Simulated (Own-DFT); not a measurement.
# Response to strain: bcc W, 16 atoms (W16)

Calculated results; nothing here was measured. They come from Own-DFT, an in-house plane-wave density functional program, since retired, whose code no person has reviewed. Each row is one single-point run on a periodic cell that was not relaxed, without spin or spin-orbit coupling.

Settings of every run: PBE; PseudoDojo norm-conserving scalar-relativistic files; cutoff 50 hartree; 5 x 5 x 5 k mesh centred on Gamma; cold (Marzari-Vanderbilt) smearing of 0.2 eV.

Known limits: forces on such cells failed a check on a denser k mesh; stress not checked against mesh or cutoff.

Unstrained cell vectors in Å: (6.330, 0.000, 0.000); (0.000, 6.330, 0.000); (0.000, 0.000, 6.330). The unstrained cell has measured lattice constants (interpolated for alloys), not those of this functional. That, the random moves and any unrelaxed bonds set the pressure at no strain. Each run strains this cell uniformly, with the atoms carried along. Every atom was also moved at random, by a Gaussian of width 0.05 Å on each axis. Strain is the symmetric tensor, in per cent. Stress is positive in tension, and the pressure is minus a third of its trace.

| run | e_xx (%) | e_yy (%) | e_zz (%) | e_yz (%) | e_xz (%) | e_xy (%) | s_xx (GPa) | s_yy (GPa) | s_zz (GPa) | s_yz (GPa) | s_xz (GPa) | s_xy (GPa) | P (GPa) | E (meV/atom) |
|---|---|---|---|---|---|---|---|---|---|---|---|---|---|---|
| 1 | -1.58 | -1.28 | -1.23 | -0.73 | -1.12 | 0.49 | -25.24 | -23.43 | -23.47 | -2.35 | -3.62 | 1.47 | 24.05 | 127.8 |
| 2 | -0.54 | -1.26 | -0.41 | 0.32 | -1.20 | -0.24 | -15.86 | -19.02 | -16.78 | 0.79 | -4.06 | -0.88 | 17.22 | 110.6 |
| 3 | 1.96 | -1.61 | -0.57 | 0.37 | -1.75 | -1.10 | -2.79 | -14.09 | -10.46 | 0.74 | -5.57 | -3.40 | 9.11 | 48.2 |
| 4 | 0.91 | 1.65 | 1.25 | 0.65 | -1.56 | -1.56 | 2.19 | 4.15 | 2.96 | 1.77 | -4.08 | -3.79 | -3.10 | 46.2 |
| 5 | 0.61 | -1.24 | 0.93 | 0.10 | 1.76 | -1.27 | -5.41 | -11.70 | -4.94 | 0.86 | 5.73 | -3.89 | 7.35 | 42.1 |
| 6 | -0.40 | -0.79 | -0.09 | 1.95 | -1.88 | -1.48 | -13.19 | -14.63 | -12.15 | 6.07 | -5.41 | -3.91 | 13.32 | 79.2 |
| 7 | 0.71 | -1.34 | 1.74 | 0.08 | -1.95 | 0.05 | -3.60 | -9.99 | -0.74 | 0.26 | -6.03 | 0.16 | 4.78 | 41.8 |
| 8 | -0.02 | -0.05 | 0.30 | 0.91 | 0.99 | -0.89 | -6.89 | -6.78 | -5.48 | 3.11 | 3.26 | -3.27 | 6.38 | 3.6 |
| 9 | -0.51 | -0.12 | -0.46 | 1.51 | 1.38 | 0.27 | -13.35 | -11.00 | -13.72 | 4.69 | 4.28 | 0.44 | 12.69 | 75.4 |
| 10 | 0.83 | 1.50 | 0.25 | -1.10 | 0.06 | 0.70 | -0.30 | 1.98 | -1.55 | -3.19 | 0.31 | 1.77 | -0.04 | 24.9 |
| 11 | -0.94 | -0.98 | -1.86 | 1.08 | -0.61 | -1.39 | -19.74 | -20.36 | -23.74 | 3.77 | -1.71 | -4.77 | 21.28 | 76.1 |
| 12 | 0.09 | -0.13 | -0.60 | -1.95 | -0.20 | -1.95 | -9.42 | -10.12 | -12.63 | -6.11 | -1.55 | -6.62 | 10.72 | 61.9 |
| 13 | -0.70 | 1.25 | 0.89 | 0.34 | 1.35 | 0.47 | -6.45 | -0.23 | -1.44 | 0.93 | 3.97 | 1.49 | 2.71 | 0.0 |
| 14 | -0.39 | 1.07 | 0.32 | -0.09 | 0.00 | -1.91 | -6.71 | -2.95 | -5.26 | -0.08 | -0.05 | -5.90 | 4.97 | 30.0 |
| 15 | -1.15 | -0.27 | -0.62 | -0.39 | -1.97 | 1.90 | ? | ? | ? | ? | ? | ? | ? | ? |

E is the free energy for each atom above the lowest run shown.

## Worked fit

Each stress component was fitted by least squares to a constant and the strains of the runs shown, as fractions, with shears doubled. Shear strains stay in the fit of a normal stress only where such slopes are resolved. The slopes, in GPa:

| stress | at no strain | per e_xx | per e_yy | per e_zz | scatter |
|---|---|---|---|---|---|
| s_xx | -8.6 | 560 ± 34 | 239 ± 26 | 246 ± 34 | 0.99 |
| s_yy | -8.6 | 238 ± 32 | 555 ± 25 | 241 ± 33 | 0.94 |
| s_zz | -8.9 | 257 ± 34 | 246 ± 26 | 561 ± 35 | 1.00 |

Each shear stress against twice its own strain: yz 155 ± 4, xz 153 ± 4, xy 150 ± 5 GPa. These are stiffnesses along x, y and z of the frame in which the cell vectors are given, which need not be the crystal's axes. The atoms are held to the strained lattice; where symmetry lets them move under strain, relaxing them would lower some slopes. The table should be nearly symmetric about its diagonal, and what it lacks of that shows the noise. A ninth of its sum, 349 ± 10 GPa, estimates the bulk modulus near the mean pressure of these runs, 9.4 GPa, so it lies above the value at zero pressure.

## Withheld run

Question: what normal stresses and pressure should run 15 give?

The fit gives s_xx = -17.2, s_yy = -14.4, s_zz = -16.0 and P = 15.9 GPa. The calculation gave -17.63, -15.17, -16.42 and P = 16.41 GPa.
